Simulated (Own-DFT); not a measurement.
# Misfit strain and the stress it brings: grey tin, 32 atoms (Sn32)

The numbers are computed, not measured, by runs of the plane-wave DFT program Own-DFT (in-house, retired, unreviewed) at fixed positions, with no spin and no spin-orbit coupling.

Settings: PBE; PseudoDojo norm-conserving scalar-relativistic files; cutoff 42 hartree; 3 x 3 x 5 k mesh centred on Gamma; cold (Marzari-Vanderbilt) smearing of 0.2 eV.

Caveats: forces on such cells failed a check on a denser k mesh; stress not checked against mesh or cutoff.

Unstrained cell vectors in Å: (12.978, 0.000, 0.000); (0.000, 12.978, 0.000); (0.000, 0.000, 6.489). The unstrained cell has measured lattice constants (interpolated for alloys), not those of this functional. That, the random moves and any unrelaxed bonds set the pressure at no strain. Each run strains x and y alike by e, as a substrate would, and holds the height along z. Each coordinate of each atom was shifted by a normal deviate of width 0.05 Å. Stress is positive in tension.

```
e (%),u (Å),(s_xx + s_yy)/2 (GPa),s_zz (GPa)
-2.25,0.049,-6.49,-5.70
-2.25,0.048,-6.32,-5.62
-1.75,0.047,?,?
-0.75,0.047,-4.47,-4.18
-0.75,0.046,-4.42,-4.24
-0.25,0.052,-3.83,-3.81
-0.25,0.052,-3.93,-3.89
0.50,0.055,-3.14,-3.26
0.50,0.056,-3.13,-3.24
1.50,0.048,-1.98,-2.37
1.50,0.047,-2.01,-2.37
```

## Fit

With e as a fraction, the in-plane stress is -3.6 + 113 e - 463 e² GPa (errors 2 and 151, scatter 0.08), and s_zz is -3.6 + 85 e - 225 e² GPa (slope ± 2, scatter 0.06). At e = 0 the first slope is C11 + C12 and the second 2 C12, both with the ions held to the strained lattice and at the cell's own pressure. The term in e² is negative: the layer stiffens under compression and softens under tension. A free layer would change its height as e changes, and the in-plane slope would drop by 2 C12²/C11 to the biaxial modulus. At fixed height, a misfit of 1 % moves the in-plane stress by about 1.1 GPa and s_zz by 0.9 GPa.

## Withheld run

The question: what are the two stresses at e = -1.75 %?

The fitted form gives -5.7 and -5.2 GPa. The hidden result is -5.73 and -5.16 GPa.
